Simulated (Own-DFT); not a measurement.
# Response to strain: 3C SiC, 64 atoms (C32Si32)

No measurement is shown. These are fixed-geometry runs of a retired plane-wave code named Own-DFT, which no person has reviewed; spin and spin-orbit coupling are neglected.

All runs used: PBE; PseudoDojo norm-conserving scalar-relativistic files; cutoff 42 hartree; 4 x 4 x 4 k mesh centred on Gamma; Fermi-Dirac smearing of 0.1 eV.

Limits: forces on such cells passed a denser k mesh, each cell not checked; stress not checked against mesh or cutoff.

Unstrained cell vectors in Å: (8.719, 0.000, 0.000); (0.000, 8.719, 0.000); (0.000, 0.000, 8.719). The unstrained cell has measured lattice constants (interpolated for alloys), not those of this functional. That, the random moves and any unrelaxed bonds set the pressure at no strain. Each run strains this cell uniformly, with the atoms carried along. Random moves of width 0.05 Å per axis were added to every atom. Strains are tensor components in per cent; tension counts as positive stress, and P is minus the mean normal stress.

| run | e_xx (%) | e_yy (%) | e_zz (%) | e_yz (%) | e_xz (%) | e_xy (%) | s_xx (GPa) | s_yy (GPa) | s_zz (GPa) | s_yz (GPa) | s_xz (GPa) | s_xy (GPa) | P (GPa) | E (meV/atom) |
|---|---|---|---|---|---|---|---|---|---|---|---|---|---|---|
| 1 | -0.77 | -0.83 | 0.41 | -1.50 | -0.83 | 0.16 | -9.23 | -9.56 | -6.69 | -8.94 | -3.78 | 2.48 | 8.49 | 16.0 |
| 2 | 1.10 | -0.02 | 1.25 | -0.05 | -1.05 | -0.89 | -0.11 | -2.41 | 0.45 | 0.07 | -5.14 | -4.10 | 0.69 | 23.1 |
| 3 | 1.32 | -0.63 | -1.26 | 0.11 | -1.04 | 0.37 | -2.90 | -8.13 | -9.47 | -0.22 | -6.21 | -0.46 | 6.83 | 15.9 |
| 4 | -0.17 | 0.43 | 0.13 | -1.77 | -1.68 | 0.82 | -5.45 | -3.97 | -4.69 | -8.73 | -8.04 | 4.37 | 4.70 | 22.2 |
| 5 | 1.66 | 0.50 | 0.02 | -1.51 | 0.25 | -1.58 | 0.95 | -3.13 | -2.71 | -8.54 | -0.05 | -8.60 | 1.63 | 32.9 |
| 6 | -1.50 | -1.29 | -1.89 | -1.52 | -0.73 | -0.94 | -17.50 | -16.01 | -18.70 | -6.69 | -6.31 | -7.98 | 17.40 | 58.2 |
| 7 | 0.38 | -0.35 | -0.91 | -0.58 | 0.45 | 0.99 | -6.12 | -7.27 | -8.73 | -2.13 | 0.60 | 5.64 | 7.37 | 15.5 |
| 8 | 0.52 | -0.59 | -1.08 | 1.36 | 1.47 | 1.57 | -6.54 | -8.59 | -10.33 | 8.10 | 7.65 | 7.90 | 8.48 | 32.3 |
| 9 | 0.64 | -0.38 | -0.36 | 0.76 | -0.07 | -0.71 | -3.60 | -6.96 | -6.64 | 6.49 | 0.14 | -1.88 | 5.73 | 9.2 |
| 10 | 0.39 | -1.80 | 0.15 | -1.45 | 0.78 | -1.70 | -6.25 | -11.67 | -7.46 | -6.99 | 5.43 | -9.73 | 8.46 | 18.0 |
| 11 | -0.87 | -1.01 | 1.88 | 0.92 | -0.02 | 0.67 | -8.16 | -7.92 | -1.13 | 5.13 | -0.66 | 4.09 | 5.73 | 16.2 |
| 12 | 1.21 | -0.15 | -1.51 | 0.34 | -0.74 | 1.83 | -3.76 | -7.13 | -10.06 | 3.31 | -5.84 | 10.02 | 6.99 | 30.6 |
| 13 | 1.42 | 0.11 | -1.61 | 1.19 | 1.15 | -0.38 | -1.94 | -5.29 | -9.29 | 6.20 | 6.12 | -1.12 | 5.50 | 14.6 |
| 14 | -0.19 | -1.50 | 0.97 | -0.35 | 0.23 | 0.27 | -6.79 | -9.93 | -3.22 | -1.40 | 1.23 | 1.15 | 6.65 | 0.0 |
| 15 | -1.96 | -0.17 | 0.36 | 1.22 | 0.12 | -0.49 | -13.24 | -9.29 | -8.10 | 7.46 | 0.63 | -2.10 | 10.21 | 35.1 |
| 16 | 1.42 | -1.99 | -1.17 | -1.94 | 1.18 | 1.52 | ? | ? | ? | ? | ? | ? | ? | ? |

The last column gives the free energy per atom over the lowest of the runs shown.

## Worked fit

Each stress component was fitted by least squares to a constant and the strains of the runs shown, as fractions, with shears doubled. Shear strains stay in the fit of a normal stress only where such slopes are resolved. The slopes, in GPa:

```
stress  at no strain  per e_xx  per e_yy  per e_zz  scatter
  s_xx          -5.9  409 ± 15  129 ± 23  156 ± 13     0.54
  s_yy          -6.0  149 ± 16  348 ± 25  146 ± 14     0.58
  s_zz          -5.9  177 ± 15  135 ± 24  409 ± 14     0.56
```

The slope of each shear stress on twice its own strain, from a fit on all six strains: yz 277 ± 16, xz 267 ± 23, xy 273 ± 18 GPa. These are stiffnesses along x, y and z of the frame in which the cell vectors are given, which need not be the crystal's axes. These are clamped-ion slopes: internal relaxation, where symmetry allows it, would soften some. The table should be nearly symmetric about its diagonal, and what it lacks of that shows the noise. A ninth of the table's sum, 229 ± 8 GPa, estimates the bulk modulus near the mean pressure of these runs, 7.0 GPa, so it lies above the value at zero pressure.

## Prediction

Asked: what normal stresses and pressure should run 16 give?

Estimate: s_xx = -4.5, s_yy = -12.5, s_zz = -10.8 and P = 9.3 GPa. DFT gave -5.73, -14.65, -12.72 and P = 11.04 GPa. The miss is larger than the scatter suggests: chance, or a term that the fit lacks.
